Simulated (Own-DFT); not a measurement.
# Which defects push the lattice out? C11b WSi2

The numbers are computed, not measured, by runs of the plane-wave DFT program Own-DFT (in-house, retired, unreviewed) at fixed positions, with no spin and no spin-orbit coupling.

All runs used: PBE; PseudoDojo norm-conserving scalar-relativistic files; cutoff 50 hartree; 5 x 5 x 5 k mesh centred on Gamma; cold (Marzari-Vanderbilt) smearing of 0.2 eV.

Known weak points: forces on such cells failed a check on a denser k mesh; stress not checked against mesh or cutoff.

All runs share one cell, with vectors in Å (-2.148, -5.953, 3.409); (-6.444, 2.976, 1.136); (-2.553, -2.948, -6.757) and a volume of 403.2 Å³. The atoms are randomly displaced, by u rms on each axis. The defect's site can differ from row to row.

```
              cell  formula   u (Å)  P (GPa)
         no defect  Si20W10  0.0195     4.20
         no defect  Si20W10  0.0217     4.68
         no defect  Si20W10  0.0483     6.50
one Si on a W site   Si21W9  0.0277     6.14
one Si on a W site   Si21W9  0.0323        ?
one Si on a W site   Si21W9  0.0502     7.86
one Si on a W site   Si21W9  0.0560     7.60
    one Si vacancy  Si19W10  0.0244     2.90
    one Si vacancy  Si19W10  0.0306     3.01
    one Si vacancy  Si19W10  0.0501     4.86
one W on a Si site  Si19W11  0.0310     9.70
one W on a Si site  Si19W11  0.0484    10.91
one W on a Si site  Si19W11  0.0544    11.32
     one W vacancy   Si20W9  0.0308     3.80
     one W vacancy   Si20W9  0.0422     3.90
     one W vacancy   Si20W9  0.0428     4.34
```

## What the rows give

P = P0 + c u² + a shift for each defect gives P0 = 4.20 GPa, c = 879 ± 97 GPa/Å² and a scatter of 0.31 GPa. The shifts, and each times the cell's volume:

- one W on a Si site: 4.61 ± 0.27 GPa, 11.6 eV
- one Si on a W site: 1.12 ± 0.27 GPa, 2.8 eV
- one W vacancy: -1.52 ± 0.25 GPa, -3.8 eV
- one Si vacancy: -1.79 ± 0.25 GPa, -4.5 eV

Positive is outwards. The product with the volume (160.2 GPa Å³ to the eV) is nearly free of the cell's size; divided by the bulk modulus at the cell's pressure it gives the volume that the defect adds. The atoms around the defects weren't relaxed, which would change these numbers.

## The run left out

Question: what pressure belongs in the blank (one Si on a W site, u = 0.0323 Å)?

From the fit: 6.23 ± 0.37 GPa. Computed: 6.07 GPa.
